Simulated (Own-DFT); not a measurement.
# How strain changes the stress of diamond-structure SiGeSn with randomly placed atoms, 64 atoms (Ge40Si16Sn8)

All numbers below are calculated, not measured. They come from Own-DFT, an in-house plane-wave density functional program, since retired, whose code no person has reviewed. Each row is one single-point run on a periodic cell that was not relaxed, without spin or spin-orbit coupling.

Settings of every run: PBE; PseudoDojo norm-conserving scalar-relativistic files; cutoff 49 hartree; 3 x 3 x 3 k mesh centred on Gamma; Fermi-Dirac smearing of 0.1 eV.

Known limits: forces on such cells moved up to 12 meV/angstrom on a denser k mesh; stress not checked against mesh or cutoff.

Unstrained cell vectors in Å: (11.410, 0.000, 0.000); (0.000, 11.410, 0.000); (0.000, 0.000, 11.410). The unstrained cell has measured lattice constants (interpolated for alloys), not those of this functional. That, the random moves and any unrelaxed bonds set the pressure at no strain. Each run strains this cell uniformly, with the atoms carried along. Every atom was also moved at random, by a Gaussian of width 0.05 Å on each axis. The random placing of the alloy's atoms differs from row to row. Strain is the symmetric tensor, in per cent. Stress is positive in tension, and the pressure is minus a third of its trace.

| run | e_xx (%) | e_yy (%) | e_zz (%) | s_xx (GPa) | s_yy (GPa) | s_zz (GPa) | P (GPa) | E (meV/atom) |
|---|---|---|---|---|---|---|---|---|
| 1 | 0.75 | 0.75 | 0.00 | -3.60 | -3.48 | -4.14 | 3.74 | 17.6 |
| 2 | -2.75 | -2.75 | 0.00 | -10.63 | -10.54 | -8.81 | 9.99 | 92.2 |
| 3 | -2.00 | -2.00 | 0.00 | -8.93 | -8.97 | -7.61 | 8.50 | 68.6 |
| 4 | 0.50 | 0.50 | 0.00 | -3.67 | -3.85 | -4.00 | 3.84 | 1.6 |
| 5 | -3.00 | -3.00 | 0.00 | -11.09 | -10.92 | -8.73 | 10.25 | 78.7 |
| 6 | 2.50 | 2.50 | 0.00 | -0.67 | -0.73 | -2.30 | 1.24 | 0.0 |
| 7 | 2.00 | 2.00 | 0.00 | -1.51 | -1.62 | -2.66 | 1.93 | 6.9 |
| 8 | -0.25 | -0.25 | 0.00 | -5.27 | -5.45 | -5.39 | 5.37 | 37.1 |
| 9 | -1.25 | -1.25 | 0.00 | ? | ? | ? | ? | ? |

E is the free energy for each atom above the lowest run shown.

## Worked fit

The change of volume is close to e_xx + e_yy + e_zz. A straight line through the runs shown gives P = 5.17 - 84 x (fractional change of volume) GPa, with an error of 3 on the slope and a scatter of 0.30 GPa. The strain isn't the same on all axes, but the crystal is cubic, so the slope still estimates the bulk modulus, averaged over pressures from 1.2 to 10.2 GPa.

## Withheld run

Question: what pressure should run 9 give? Its volume changes by -2.48 %.

The line gives 7.3 GPa. The calculation gave 6.80 GPa.
